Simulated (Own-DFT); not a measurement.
# Computed records: Al3GaN4 (wurtzite random alloy, strained, atoms displaced), Si7Ge (layered order of Si and Ge on the diamond lattice, atoms displaced)

Computed with Own-DFT development build. A calculation, not a measurement: plane-wave PBEsol density functional theory by an unreviewed code, no spin, of a simulated periodic cell, stress positive in tension, free energy of the whole cell less one offset for each atom, forces on such cells passed a denser k mesh, this cell's mesh not checked; offsets are fitted by least squares, one for each functional and potential file, so energies compare only between cells with the same atoms and settings and are not formation energies; the far tail of each file's local potential was reset to the Coulomb form; each entry is a single point on an unrelaxed cell, so the pressure reflects the starting lattice, mostly measured values, from which strain is counted, and rises with the displacements; printed positions are rounded, which can move forces by about a meV/angstrom; the program is a retired in-house code; no spin-orbit coupling.

Common to all runs: functional PBEsol; potential files PseudoDojo norm-conserving, scalar-relativistic, made for PBE, standard set; wave cutoff 42 hartree; occupations Fermi-Dirac; smearing width 0.1 eV; hardware one NVIDIA H100.

(1) Al3GaN4 (wurtzite random alloy, strained, atoms displaced)

```
Al3GaN4
1.0
      9.4877     0.0000     0.0000
     -4.7438     8.2166     0.0000
      0.0000     0.0000    10.0655
Al N Al Ga N Ga Al N Al N Al N Al N Ga Al N Al N Al Ga N Al N Al N Ga Al N Al Ga N Al N Al N Al N Ga N Al Ga N
2 2 1 1 2 1 1 2 2 2 2 2 2 2 1 1 2 2 2 1 1 2 2 2 2 2 1 1 2 1 1 2 2 2 2 2 2 2 2 2 1 1 2
Direct
  0.11585 0.22026 0.99830
  0.23357 0.12644 0.24878
  0.10772 0.21903 0.18135
  0.22641 0.10900 0.43559
  0.11663 0.24116 0.49997
  0.22629 0.10644 0.74622
  0.11301 0.22316 0.69431
  0.22074 0.10749 0.94673
  0.11717 0.55769 0.00261
  0.21599 0.44675 0.25522
  0.10314 0.55267 0.18712
  0.23050 0.44417 0.44227
  0.11576 0.56858 0.49305
  0.21496 0.43589 0.74478
  0.11162 0.56233 0.69173
  0.21063 0.44483 0.93710
  0.11220 0.88548 0.00062
  0.23231 0.78020 0.25556
  0.11548 0.88696 0.19650
  0.23002 0.78177 0.43085
  0.10493 0.88848 0.50183
  0.22622 0.78075 0.74763
  0.11412 0.88576 0.68610
  0.21912 0.76808 0.93943
  0.44866 0.22629 0.99081
  0.55168 0.10731 0.24429
  0.44384 0.21059 0.19241
  0.56496 0.12814 0.44720
  0.44769 0.22591 0.50457
  0.56690 0.10330 0.74561
  0.43301 0.22071 0.69689
  0.55399 0.10776 0.93934
  0.45170 0.55960 0.99832
  0.55475 0.44716 0.24522
  0.44626 0.55880 0.18694
  0.55476 0.44309 0.43691
  0.43823 0.55286 0.49539
  0.55278 0.44437 0.75173
  0.46411 0.56354 0.68289
  0.55171 0.43674 0.93797
  0.45228 0.89212 0.99713
  0.56256 0.77102 0.24852
  0.44616 0.89210 0.19347
  0.55129 0.77990 0.44072
  0.44785 0.88937 0.49827
  0.55278 0.78307 0.75373
  0.45555 0.89384 0.69053
  0.56022 0.77300 0.93942
  0.78065 0.22491 0.99613
  0.88243 0.10935 0.25578
  0.78626 0.21988 0.19600
  0.88826 0.11640 0.44277
  0.77548 0.22500 0.50327
  0.88502 0.11247 0.75795
  0.78034 0.22463 0.68979
  0.88731 0.09932 0.93921
  0.77542 0.56212 0.99829
  0.89227 0.44498 0.24975
  0.78256 0.55957 0.18673
  0.89381 0.43709 0.45031
  0.79466 0.57759 0.50830
  0.88974 0.43537 0.74686
  0.78342 0.55922 0.69966
  0.87881 0.44116 0.93300
  0.77389 0.88826 0.99948
  0.89551 0.78268 0.24701
  0.76126 0.88162 0.19019
  0.88584 0.77476 0.44509
  0.76306 0.87917 0.49804
  0.88460 0.77503 0.75790
  0.77876 0.87473 0.68687
  0.89537 0.77502 0.93675
```

* k mesh: 4 x 4 x 3 centred on Gamma
* free energy of cell above offsets: -22.184 eV
* pressure: -0.02 GPa
* stress xx: 2.37 GPa
* stress yy: -0.41 GPa
* stress zz: -1.91 GPa
* stress yz: 1.14 GPa
* stress xz: -0.29 GPa
* stress xy: -0.54 GPa
* wall time: 551.2 s

Force:
```tsv
element	x (eV/Å)	y (eV/Å)	z (eV/Å)
Al	-0.928	0.287	-0.534
Al	-0.817	-2.054	0.048
N	0.558	1.013	1.769
N	-0.939	0.798	1.1
Al	0.458	-4.093	0.649
Ga	-2.244	-0.817	1.203
N	-1.14	-0.484	-0.882
N	-0.089	-0.467	-0.71
Ga	-1.969	-0.805	-0.796
Al	0.729	-0.733	-1.735
N	1.362	0.812	2.414
N	-2.231	1.594	-1.071
Al	0.359	-1.307	1.458
Al	0.497	2.186	0.684
N	1.062	-0.668	-1.215
N	3.281	-1.17	-0.529
Al	0.483	0.062	0.697
Al	-1.234	0.016	-2.769
N	0.47	0.948	-1.046
N	-1.197	-0.324	2.59
Al	0.73	1.066	-1.125
Al	-0.129	-0.416	0.547
N	0.209	-0.355	0.269
N	0.521	2.886	-0.496
Ga	-0.209	-1.945	1.504
Al	1.415	0.829	1.48
N	-0.364	1.799	-1.106
N	-0.331	-1.734	-0.961
Al	-0.751	0.062	-0.413
Al	-2.397	1.82	0.786
N	3.981	1.375	-1.228
N	1.517	-0.19	-0.727
Al	-1.213	-1.497	-0.331
Ga	1.136	-0.952	0.669
N	-1.323	-0.503	-0.069
N	0.191	1.049	1.139
Al	2.618	0.889	0.847
Al	0.975	0.014	-0.895
N	-2.57	-0.349	0.852
N	-0.434	2.985	0.193
Al	-1.015	-0.979	0.87
Al	-3.261	0.103	0.962
N	1.093	-1.105	-0.906
N	1.08	-1.515	-1.247
Ga	-0.731	1.639	-0.14
Al	2.375	-1.597	-1.15
N	-1.255	-0.957	0.371
N	-1.881	0.191	-0.316
Al	0.168	-0.162	0.873
Ga	1.789	-0.707	-0.357
N	-3.092	1.282	-1.874
N	0.438	-0.723	1.377
Al	1.032	-0.339	-0.509
Al	1.533	-1.046	-2.101
N	0.545	-1.112	0.356
N	-0.597	2.392	0.256
Al	1.235	-1.356	-0.395
Al	-1.098	-0.615	0.573
N	0.183	-0.778	-0.107
N	-0.751	2.46	-1.361
Al	-0.675	-4.464	0.469
Al	-0.828	2.335	0.359
N	-0.115	-2.056	-1.299
N	0.432	-0.145	1.055
Ga	1.593	-0.547	0.48
Ga	-0.453	-0.185	0.438
N	2.873	1.218	-0.036
N	-0.251	2.288	-0.994
Al	1.697	1.532	0.765
Ga	1.288	0.273	-1.698
N	-2.805	2.509	0.197
N	-0.587	0.541	2.83
```

(2) Al3GaN4 (wurtzite random alloy, strained, atoms displaced)

```
Al3GaN4
1.0
      9.4877     0.0000     0.0000
     -4.7438     8.2166     0.0000
      0.0000     0.0000    10.0655
Al Ga N Al N Al N Al Ga N Al N Al Ga N Al N Al Ga N Al N Ga Al N Al Ga N Al Ga N Al Ga N Al N Al N Al N Al N Al Ga N
1 1 2 2 2 2 2 1 1 2 2 2 1 1 2 2 2 1 1 2 2 2 1 1 2 1 1 2 1 1 2 1 1 2 2 2 2 2 2 2 2 2 1 1 2
Direct
  0.11359 0.22428 0.99509
  0.22144 0.10947 0.24743
  0.11816 0.22435 0.19149
  0.21616 0.11373 0.44106
  0.12163 0.21722 0.50269
  0.21532 0.10339 0.74938
  0.10807 0.22014 0.68946
  0.23155 0.10608 0.94041
  0.11372 0.55912 0.99317
  0.22021 0.44095 0.25616
  0.11868 0.55534 0.18936
  0.22288 0.44616 0.44115
  0.10250 0.55138 0.50333
  0.21606 0.44501 0.75730
  0.11263 0.55628 0.68563
  0.21545 0.43236 0.93819
  0.11765 0.89414 0.00606
  0.23032 0.78222 0.25455
  0.10707 0.88257 0.18796
  0.21904 0.77067 0.44637
  0.10205 0.88619 0.49927
  0.21918 0.77481 0.75073
  0.10488 0.87840 0.68949
  0.21563 0.77057 0.94113
  0.43879 0.21884 0.01081
  0.54643 0.09990 0.24535
  0.44034 0.21551 0.19157
  0.56389 0.11087 0.43567
  0.44618 0.22259 0.50503
  0.55381 0.10866 0.75628
  0.44543 0.22250 0.69400
  0.56176 0.10570 0.94690
  0.44388 0.54811 0.99649
  0.54022 0.43269 0.25114
  0.44478 0.55976 0.18771
  0.55670 0.45166 0.44815
  0.44153 0.54404 0.49314
  0.55637 0.43031 0.75720
  0.44962 0.55860 0.69582
  0.54957 0.44135 0.94912
  0.44437 0.89347 0.99993
  0.55607 0.78541 0.24257
  0.44784 0.88845 0.19273
  0.56325 0.78671 0.44070
  0.44059 0.89157 0.49769
  0.55915 0.77705 0.75199
  0.44446 0.88543 0.69119
  0.54825 0.76961 0.93873
  0.77995 0.22261 0.00452
  0.89310 0.11098 0.25002
  0.77441 0.21713 0.18591
  0.89128 0.11412 0.43583
  0.77340 0.22584 0.49971
  0.88963 0.10790 0.74599
  0.76943 0.21745 0.69408
  0.88487 0.10782 0.93170
  0.77005 0.55368 0.00194
  0.89151 0.44559 0.25492
  0.77033 0.56391 0.19233
  0.88677 0.44349 0.45235
  0.78135 0.56125 0.49498
  0.87578 0.44075 0.74915
  0.77632 0.55961 0.69654
  0.89307 0.44621 0.94677
  0.77597 0.88837 0.00590
  0.88487 0.77960 0.24494
  0.78419 0.89662 0.19371
  0.89947 0.78223 0.43973
  0.77947 0.88531 0.49747
  0.87435 0.77664 0.74567
  0.78432 0.89918 0.69051
  0.89406 0.78770 0.94159
```

- k mesh: 4 x 4 x 3 centred on Gamma
- free energy of cell above offsets: -23.980 eV
- pressure: -0.9 GPa
- stress xx: 2.31 GPa
- stress yy: 1.33 GPa
- stress zz: -0.94 GPa
- stress yz: -0.47 GPa
- stress xz: -0.47 GPa
- stress xy: 0.43 GPa
- wall time: 619 s

Force:
```tsv
element	x (eV/Å)	y (eV/Å)	z (eV/Å)
Al	-0.339	-1.873	0.558
Ga	-0.608	-0.834	0.622
N	-0.462	0.528	-1.373
N	3.305	-1.366	0.159
Al	-3.85	1.777	0.082
Al	0.351	0.029	0.099
N	0.82	-0.595	0.151
N	-1.374	0.618	-0.055
Al	0.203	-1.288	1.481
Al	0.16	0.816	-1.029
N	-1.055	0.183	0.452
N	-0.925	-1.214	0.139
Al	1.745	0.31	-0.331
Ga	1.167	0.16	-2.333
N	-1.509	-1.076	1.048
N	0.12	1.809	1.853
Al	-0.63	-1.423	-1.602
Al	-0.872	-1.515	-0.225
N	0.647	0.076	1.165
N	-0.599	1.171	-0.99
Al	2.428	0.709	0.699
Ga	0.388	0.086	-0.333
N	-0.681	1.713	-0.575
N	0.607	1.767	0.883
Al	1.302	0.136	-1.952
Al	1.332	1.899	0.706
N	0.809	0.429	0.737
N	-2.323	0.091	0.124
Al	0.186	-0.176	-0.6
Ga	0.001	-0.939	-0.197
N	-0.862	-0.919	-0.557
N	-1.547	1.197	0.744
Al	-1.678	0.975	0.468
Al	0.738	2.041	0.072
N	0.021	-1.568	0.196
N	2.871	-2.639	-1.948
Ga	-2.16	3.2	2.215
Al	-1.668	2.246	-0.314
N	0.518	-1.868	-0.25
N	1.393	-1.186	-0.763
Al	0.374	-1.932	-0.379
Ga	1.834	-1.443	1.789
N	-2.406	0.49	-1.337
N	-0.601	-0.679	-0.088
Al	1.347	-0.714	0.825
Ga	-0.42	0.207	-0.765
N	-0.526	0.571	-0.678
N	0.275	0.77	2.111
Al	0.688	0.123	-1.345
Ga	-0.385	1.158	0.076
N	-0.707	0.982	1.463
N	0.29	0.093	2.218
Al	1.634	-1.247	0.559
Al	-0.827	1.319	0.333
N	1.17	1.061	-0.947
N	0.533	0.306	1.639
Al	1.221	1.016	0.015
Al	-0.221	0.026	-1.04
N	0.791	-1.835	0.523
N	-0.622	0.297	-1.707
Al	-0.406	-0.092	1.005
Al	1.753	0.368	0.559
N	-0.182	-1.889	-1.224
N	-1.315	-0.282	-0.87
Al	-0.008	0.258	-1.378
Al	0.62	0.013	0.602
N	0.061	-1.282	-1.147
N	-2.156	-1.125	-0.805
Al	-0.608	1.22	-0.054
Ga	1.872	0.579	1.596
N	-0.783	-0.769	-1.683
N	-0.259	-1.054	0.913
```

(3) Si7Ge (layered order of Si and Ge on the diamond lattice, atoms displaced)

```
Si7Ge
1.0
     10.9187     0.0000     0.0000
      0.0000    10.9187     0.0000
      0.0000     0.0000    10.9187
Ge Si Ge Si Ge Si Ge Si Ge Si Ge Si Ge Si Ge Si
1 2 1 12 1 2 1 12 1 2 1 12 1 2 1 12
Direct
  0.00535 0.99409 0.00863
  0.99874 0.25094 0.25855
  0.24427 0.99539 0.25560
  0.25443 0.25548 0.00052
  0.13374 0.12487 0.12766
  0.12249 0.38161 0.37557
  0.37122 0.12999 0.36879
  0.38092 0.37885 0.12460
  0.00571 0.00163 0.49637
  0.00263 0.24891 0.74732
  0.24501 0.00724 0.75376
  0.25510 0.25593 0.50335
  0.12269 0.12291 0.62191
  0.13452 0.37219 0.86720
  0.37811 0.12400 0.87457
  0.37736 0.37413 0.62474
  0.00556 0.49189 0.99938
  0.99381 0.75637 0.25238
  0.24112 0.50758 0.24970
  0.24645 0.74505 0.00449
  0.12604 0.62647 0.12392
  0.13298 0.87988 0.38244
  0.37151 0.63159 0.37181
  0.37089 0.87935 0.12610
  0.00680 0.48876 0.49680
  0.00205 0.76059 0.74714
  0.24684 0.50171 0.74891
  0.25412 0.75516 0.50112
  0.12022 0.62552 0.62604
  0.12771 0.87395 0.87808
  0.37150 0.62469 0.87167
  0.38047 0.86304 0.62928
  0.50539 0.00295 0.99433
  0.49716 0.24290 0.24939
  0.74946 0.00021 0.25351
  0.75439 0.25023 0.99516
  0.63598 0.12615 0.11488
  0.62299 0.37093 0.37112
  0.87430 0.13089 0.38269
  0.86509 0.36205 0.11707
  0.50900 0.99567 0.50028
  0.50377 0.25611 0.73883
  0.75358 0.99986 0.75256
  0.75123 0.25224 0.50733
  0.62385 0.13623 0.62605
  0.61907 0.37413 0.87901
  0.87512 0.13574 0.87420
  0.88003 0.38231 0.63179
  0.49635 0.49048 0.00961
  0.49523 0.74656 0.24926
  0.75732 0.49223 0.24349
  0.76282 0.74514 0.00180
  0.61275 0.62556 0.13478
  0.62720 0.87276 0.36735
  0.87263 0.62079 0.37081
  0.87799 0.86852 0.11602
  0.50327 0.49760 0.50125
  0.48874 0.75317 0.75220
  0.74925 0.50652 0.74583
  0.75633 0.74841 0.49367
  0.62743 0.61608 0.62232
  0.62812 0.86564 0.87350
  0.87694 0.62823 0.88119
  0.87131 0.87888 0.61989
```

- k mesh: 3 x 3 x 3 centred on Gamma
- free energy of cell above offsets: -1.921 eV
- pressure: 1.4 GPa
- stress xx: -1.33 GPa
- stress yy: -1.32 GPa
- stress zz: -1.54 GPa
- stress yz: -0.29 GPa
- stress xz: 0.41 GPa
- stress xy: -0.39 GPa
- wall time: 330 s

Force:
```tsv
element	x (eV/Å)	y (eV/Å)	z (eV/Å)
Ge	-0.093	1.464	-1.108
Si	0.064	-0.169	-1.194
Si	1.116	0.981	-0.69
Ge	0.335	-0.585	0.006
Si	-0.924	0.34	0.586
Si	1.443	-1.46	-0.739
Si	0.063	-1.321	1.281
Si	-2.115	-1.271	2.447
Si	-0.99	-0.03	0.3
Si	0.151	0.325	0.073
Si	0.807	-1.084	-0.325
Si	-0.87	-0.604	-0.739
Si	0.539	0.644	0.047
Si	-0.972	-0.165	0.241
Si	0.022	0.92	-0.937
Si	-0.35	1.206	0.02
Ge	-0.429	0.024	-0.078
Si	1.161	-0.663	0.163
Si	1.316	-0.648	0.025
Ge	0.939	0.703	-0.74
Si	-1.636	-0.02	0.901
Si	-1.33	-1.028	-0.415
Si	0.047	-1.077	0.818
Si	0.539	-0.195	0.037
Si	-1.564	2.303	1.055
Si	-0.635	-0.722	0.367
Si	0.673	0.165	-0.624
Si	-0.43	-1.038	0.411
Si	0.29	0.183	-0.615
Si	0.031	0.323	-0.577
Si	0.168	-0.612	0.752
Si	-1.274	3.026	-1.051
Ge	0.007	-0.85	0.437
Si	1.034	0.602	-1.032
Si	0.908	0.217	-1.032
Ge	-1.674	-0.188	-1.115
Si	-1.079	-0.479	1.678
Si	0.506	0.017	0.217
Si	-0.028	-0.764	-0.322
Si	2.621	1.571	1.753
Si	-0.883	0.543	-0.005
Si	-0.809	-0.337	2.054
Si	-0.734	0.6	-0.164
Si	0.141	0.858	-0.331
Si	0.818	-2.079	-0.279
Si	0.807	0.354	-1.224
Si	1.179	-2.101	-0.437
Si	-0.339	-0.648	-0.507
Ge	1.018	2.424	-1.979
Si	-0.358	1.525	0.212
Si	-1.486	0.508	0.315
Ge	-2.964	-0.282	0.402
Si	2.143	-0.855	-0.961
Si	-0.209	-0.377	0.619
Si	0.987	-0.461	0.211
Si	-0.341	1.454	2.341
Si	-0.672	0.107	-1.015
Si	2.499	-1.923	0.664
Si	0.429	-0.62	1.791
Si	-1.027	-0.191	0.386
Si	-0.646	2.027	-0.189
Si	0.163	0.455	-0.156
Si	1.183	-1.103	-2.022
Si	0.717	0.079	-0.01
```
